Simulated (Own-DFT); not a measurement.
Simulation results for SiGe (layered order of Si and Ge on the diamond lattice, atoms displaced), SiGe (diamond-structure random alloy, atoms displaced)

All values are calculated (Own-DFT development build). A calculation, not a measurement: plane-wave PBE density functional theory by an unreviewed code, no spin, of a simulated periodic cell, stress positive in tension, free energy of the whole cell less one offset for each atom, forces on such cells passed a denser k mesh, this cell's mesh not checked; offsets are fitted by least squares, one for each functional and potential file, so energies compare only between cells with the same atoms and settings and are not formation energies; the far tail of each file's local potential was reset to the Coulomb form; each entry is a single point on an unrelaxed cell, so the pressure reflects the starting lattice, mostly measured values, from which strain is counted, and rises with the displacements; printed positions are rounded, which can move forces by about a meV/angstrom; the program is a retired in-house code; no spin-orbit coupling.

Common to all runs: functional PBE; potential files PseudoDojo norm-conserving, scalar-relativistic, standard set; wave cutoff 42 hartree; occupations Fermi-Dirac; smearing width 0.1 eV; k mesh 3 x 3 x 3 centred on Gamma.

```json
{"entry": 1, "formula": "SiGe", "kind": "layered order of Si and Ge on the diamond lattice, atoms displaced", "structure": {"cell_angstrom": [[11.089, 0.0, 0.0], [0.0, 11.089, 0.0], [0.0, 0.0, 11.089]], "atoms_fractional": [["Ge", 0.00032, 0.99292, 0.99849], ["Ge", 0.9977, 0.25052, 0.25652], ["Ge", 0.24871, 0.00402, 0.2489], ["Ge", 0.24304, 0.24838, 0.00893], ["Ge", 0.1199, 0.11983, 0.13061], ["Ge", 0.12787, 0.37683, 0.37661], ["Ge", 0.3776, 0.1197, 0.38461], ["Ge", 0.3814, 0.37145, 0.13789], ["Si", 0.99648, 0.0038, 0.49935], ["Si", 0.99525, 0.25818, 0.74467], ["Si", 0.25629, 0.99391, 0.75274], ["Si", 0.25693, 0.24932, 0.4983], ["Si", 0.12786, 0.12359, 0.61811], ["Si", 0.12148, 0.37597, 0.87707], ["Si", 0.37125, 0.13188, 0.8763], ["Si", 0.37518, 0.37302, 0.62031], ["Ge", 0.99922, 0.50319, 0.99565], ["Ge", 0.99675, 0.74115, 0.2433], ["Ge", 0.24451, 0.50144, 0.24963], ["Ge", 0.25699, 0.74308, 0.9998], ["Ge", 0.12251, 0.62928, 0.12525], ["Ge", 0.12091, 0.87309, 0.36737], ["Ge", 0.37663, 0.61982, 0.36907], ["Ge", 0.37231, 0.86108, 0.12214], ["Si", 0.99966, 0.50388, 0.50038], ["Si", 0.00743, 0.7481, 0.74604], ["Si", 0.24904, 0.49553, 0.74678], ["Si", 0.25173, 0.74884, 0.49333], ["Si", 0.12401, 0.62861, 0.6234], ["Si", 0.11913, 0.87571, 0.88114], ["Si", 0.37282, 0.62112, 0.87101], ["Si", 0.37698, 0.87543, 0.62438], ["Ge", 0.5076, 0.9919, 0.99757], ["Ge", 0.48586, 0.2619, 0.25138], ["Ge", 0.75037, 0.00351, 0.24605], ["Ge", 0.76038, 0.25734, 0.00369], ["Ge", 0.62097, 0.12557, 0.12495], ["Ge", 0.62936, 0.37526, 0.37686], ["Ge", 0.87552, 0.12596, 0.37676], ["Ge", 0.87967, 0.37852, 0.12707], ["Si", 0.503, 0.9959, 0.50314], ["Si", 0.49316, 0.24803, 0.74891], ["Si", 0.74691, 0.99953, 0.74999], ["Si", 0.74333, 0.23979, 0.50115], ["Si", 0.61946, 0.11979, 0.62716], ["Si", 0.63179, 0.36921, 0.87017], ["Si", 0.87483, 0.12856, 0.8814], ["Si", 0.87482, 0.37458, 0.62595], ["Ge", 0.49977, 0.50748, 0.99969], ["Ge", 0.50863, 0.7462, 0.25481], ["Ge", 0.75037, 0.50318, 0.24916], ["Ge", 0.7453, 0.75011, 0.99759], ["Ge", 0.62084, 0.62214, 0.12927], ["Ge", 0.62571, 0.87345, 0.37415], ["Ge", 0.87487, 0.61341, 0.36946], ["Ge", 0.87484, 0.87463, 0.12685], ["Si", 0.49215, 0.50669, 0.49455], ["Si", 0.49747, 0.75025, 0.74434], ["Si", 0.74844, 0.50178, 0.74835], ["Si", 0.75135, 0.75018, 0.4905], ["Si", 0.63061, 0.62255, 0.63269], ["Si", 0.61983, 0.87703, 0.87841], ["Si", 0.87869, 0.62503, 0.87854], ["Si", 0.87207, 0.88224, 0.63062]]}, "results": {"free_energy_of_cell_above_offsets [eV]": "-3.562", "pressure [GPa]": 3.4, "stress_xx [GPa]": -3.38, "stress_yy [GPa]": -3.36, "stress_zz [GPa]": -3.46, "stress_yz [GPa]": 0.1, "stress_xz [GPa]": -0.69, "stress_xy [GPa]": 1.01, "force_element": ["Ge", "Ge", "Ge", "Ge", "Ge", "Ge", "Ge", "Ge", "Si", "Si", "Si", "Si", "Si", "Si", "Si", "Si", "Ge", "Ge", "Ge", "Ge", "Ge", "Ge", "Ge", "Ge", "Si", "Si", "Si", "Si", "Si", "Si", "Si", "Si", "Ge", "Ge", "Ge", "Ge", "Ge", "Ge", "Ge", "Ge", "Si", "Si", "Si", "Si", "Si", "Si", "Si", "Si", "Ge", "Ge", "Ge", "Ge", "Ge", "Ge", "Ge", "Ge", "Si", "Si", "Si", "Si", "Si", "Si", "Si", "Si"], "force_x [eV/angstrom]": [-0.688, 0.404, 0.884, 0.488, -0.465, -0.195, 0.067, -3.092, 0.495, 0.948, -0.951, -0.93, 0.017, 0.373, 0.163, 0.179, 0.483, -0.453, 0.294, -1.553, 0.739, -0.13, -0.703, 1.188, 0.142, -1.171, -0.262, -0.093, 0.816, 1.734, 0.216, -0.439, -2.036, 3.544, -0.1, -1.329, -0.091, -0.78, -0.685, 0.244, 0.029, 0.686, -0.095, 0.463, 0.119, -0.801, 0.305, -0.892, -0.025, -1.316, -0.544, 0.298, 0.912, 0.384, 0.42, -0.494, 1.634, 0.447, 0.981, 0.477, -0.999, 0.981, -0.753, 0.507], "force_y [eV/angstrom]": [1.175, 0.278, -1.065, 0.531, 0.439, -0.271, 0.259, 3.006, -0.747, -1.388, 0.788, -0.021, 0.239, -0.263, -1.088, 0.497, -0.264, 0.973, -0.187, -0.025, -0.947, 0.018, 1.01, 1.691, -0.776, 0.741, 0.064, 0.285, -0.481, -1.084, 0.136, -0.482, 1.391, -3.62, -0.068, -0.857, 1.027, 0.075, -0.27, 0.401, -0.222, 0.307, 0.435, 0.843, 0.286, 0.626, -0.374, 0.463, -1.752, 0.405, -1.293, -0.105, 0.441, 0.782, 1.511, -0.395, -1.097, -0.19, -0.621, -0.384, 0.855, -1.182, 0.557, -1.015], "force_z [eV/angstrom]": [0.178, -0.401, 0.239, -0.643, -0.477, 0.929, -0.666, -3.816, 0.528, 0.813, 0.058, 0.645, 0.857, -0.82, 0.06, 0.196, 0.323, 1.079, -0.464, -1.333, -1.014, 1.001, 0.41, 1.113, 0.719, 0.79, 0.069, 0.649, -0.406, -1.493, -0.957, -0.413, 0.561, 2.862, 0.559, -0.401, -0.037, 0.481, 0.454, 0.325, 0.274, 0.013, 0.976, 0.733, 0.235, 0.003, -1.472, -0.902, -0.728, -0.381, -0.528, 0.001, -0.74, 0.485, 1.269, -0.466, 1.709, 0.812, 0.722, 1.765, -1.718, -2.165, -1.519, -0.934]}}
{"entry": 2, "formula": "SiGe", "kind": "diamond-structure random alloy, atoms displaced", "structure": {"cell_angstrom": [[11.089, 0.0, 0.0], [0.0, 11.089, 0.0], [0.0, 0.0, 11.089]], "atoms_fractional": [["Si", 0.01336, 0.00279, 0.00019], ["Ge", 0.00816, 0.2531, 0.25554], ["Si", 0.24101, 0.99623, 0.26065], ["Ge", 0.24679, 0.25201, 0.996], ["Ge", 0.12606, 0.12863, 0.12189], ["Si", 0.11579, 0.36325, 0.37946], ["Ge", 0.37983, 0.12309, 0.37453], ["Ge", 0.37836, 0.37984, 0.12572], ["Si", 0.99705, 0.99872, 0.49983], ["Si", 0.00206, 0.24679, 0.75226], ["Ge", 0.24956, 0.99739, 0.747], ["Ge", 0.25002, 0.25331, 0.5006], ["Ge", 0.11812, 0.12732, 0.62486], ["Ge", 0.12229, 0.38328, 0.86387], ["Si", 0.377, 0.1249, 0.88026], ["Ge", 0.37587, 0.37141, 0.6305], ["Ge", 0.00218, 0.50272, 0.0006], ["Ge", 0.99828, 0.74705, 0.25053], ["Ge", 0.24337, 0.49013, 0.24616], ["Si", 0.24026, 0.75208, 0.00687], ["Si", 0.12765, 0.62935, 0.1302], ["Ge", 0.12275, 0.87776, 0.37088], ["Si", 0.3781, 0.62536, 0.37635], ["Si", 0.37869, 0.87937, 0.13122], ["Ge", 0.0036, 0.49447, 0.49242], ["Si", 0.99668, 0.75114, 0.75432], ["Si", 0.2486, 0.50385, 0.75395], ["Ge", 0.25382, 0.75265, 0.50361], ["Ge", 0.11943, 0.61657, 0.62779], ["Ge", 0.11526, 0.86427, 0.88178], ["Ge", 0.37707, 0.61773, 0.87502], ["Si", 0.37574, 0.86727, 0.6298], ["Si", 0.50328, 0.00355, 0.99862], ["Si", 0.49584, 0.25031, 0.24513], ["Ge", 0.74917, 0.00372, 0.24606], ["Si", 0.759, 0.25424, 0.00965], ["Si", 0.6291, 0.12828, 0.1261], ["Si", 0.61437, 0.37065, 0.37669], ["Si", 0.8806, 0.12403, 0.37195], ["Ge", 0.8685, 0.37191, 0.12159], ["Ge", 0.49514, 0.99904, 0.50613], ["Si", 0.49712, 0.24866, 0.74771], ["Ge", 0.7478, 0.00362, 0.75492], ["Si", 0.74118, 0.24935, 0.50803], ["Si", 0.62271, 0.11762, 0.62513], ["Si", 0.617, 0.37465, 0.87174], ["Ge", 0.87309, 0.11885, 0.87393], ["Ge", 0.87288, 0.38473, 0.62828], ["Ge", 0.49518, 0.49381, 0.99982], ["Si", 0.50112, 0.73717, 0.2551], ["Si", 0.74779, 0.5057, 0.25434], ["Si", 0.74729, 0.75313, 0.99772], ["Ge", 0.627, 0.62611, 0.12835], ["Si", 0.61783, 0.88612, 0.37894], ["Si", 0.88039, 0.62389, 0.37991], ["Ge", 0.86704, 0.86684, 0.12066], ["Ge", 0.50056, 0.50188, 0.51059], ["Ge", 0.49876, 0.75373, 0.75362], ["Si", 0.75443, 0.50245, 0.74665], ["Si", 0.76184, 0.75422, 0.49507], ["Si", 0.62108, 0.62998, 0.63224], ["Si", 0.62668, 0.87755, 0.88348], ["Ge", 0.87372, 0.62619, 0.87452], ["Ge", 0.86241, 0.87505, 0.63075]]}, "results": {"free_energy_of_cell_above_offsets [eV]": "-3.485", "pressure [GPa]": 3.28, "stress_xx [GPa]": -3.14, "stress_yy [GPa]": -3.28, "stress_zz [GPa]": -3.4, "stress_yz [GPa]": -0.63, "stress_xz [GPa]": -0.39, "stress_xy [GPa]": -0.22, "force_element": ["Si", "Ge", "Si", "Ge", "Ge", "Si", "Ge", "Ge", "Si", "Si", "Ge", "Ge", "Ge", "Ge", "Si", "Ge", "Ge", "Ge", "Ge", "Si", "Si", "Ge", "Si", "Si", "Ge", "Si", "Si", "Ge", "Ge", "Ge", "Ge", "Si", "Si", "Si", "Ge", "Si", "Si", "Si", "Si", "Ge", "Ge", "Si", "Ge", "Si", "Si", "Si", "Ge", "Ge", "Ge", "Si", "Si", "Si", "Ge", "Si", "Si", "Ge", "Ge", "Ge", "Si", "Si", "Si", "Si", "Ge", "Ge"], "force_x [eV/angstrom]": [-2.214, -2.052, 1.929, 0.71, 0.578, 2.201, -1.075, -0.967, -0.519, -1.11, 0.057, 0.039, 0.417, -0.104, -0.069, -0.762, -0.076, -0.263, -0.075, 1.964, -0.27, -0.746, -0.872, -0.511, -0.65, -0.53, 0.657, -0.507, 0.489, 1.121, -1.198, -0.308, -0.143, 0.879, -0.054, -2.558, -0.592, 0.915, -0.845, 1.664, 0.004, 0.647, -1.304, 0.716, -0.145, 1.671, 1.317, 0.376, 1.621, -0.121, 0.194, -0.402, -0.018, 1.074, -0.685, 1.345, 0.018, 0.644, -1.941, -2.313, 1.707, -0.483, -0.374, 1.905], "force_y [eV/angstrom]": [-0.616, -1.123, 1.201, 0.524, -0.543, 1.422, 0.269, -1.527, 0.017, 0.68, -0.135, -0.569, -0.5, -0.942, -0.086, 0.882, 0.206, -0.153, 1.031, -0.22, -0.681, -0.797, -0.897, -0.575, 0.304, -0.4, -0.386, -0.739, 1.206, 0.912, 1.461, 1.073, 0.009, -0.273, -0.295, -1.642, 0.504, 0.339, 0.305, 1.977, -0.457, -1.053, -0.599, -0.11, 1.231, -0.403, 1.316, -1.915, 0.788, 2.217, -1.069, -0.961, -0.11, -1.809, -0.026, 1.382, 0.13, -0.071, 0.53, -0.461, 0.05, 0.073, 0.12, -0.01], "force_z [eV/angstrom]": [0.116, -1.459, -1.976, -0.312, 1.07, 0.085, -0.392, 0.09, 0.137, -0.185, 0.885, -0.086, -0.398, 0.85, -0.858, 0.224, 0.548, -0.072, 1.536, 0.12, -0.369, 1.627, 0.232, 0.024, 0.55, -1.018, -0.998, -0.535, 0.077, -0.639, 0.606, -0.202, 0.913, 0.274, 0.815, -2.492, -0.617, 0.023, 0.964, 2.119, 0.445, 0.745, -0.204, -1.056, 0.476, -0.04, 1.402, -0.492, -0.187, -0.009, 0.599, -0.285, -0.739, -0.761, -0.627, 0.094, -0.878, 0.654, 1.046, 0.071, -0.827, -0.469, 0.118, -0.355]}}
```
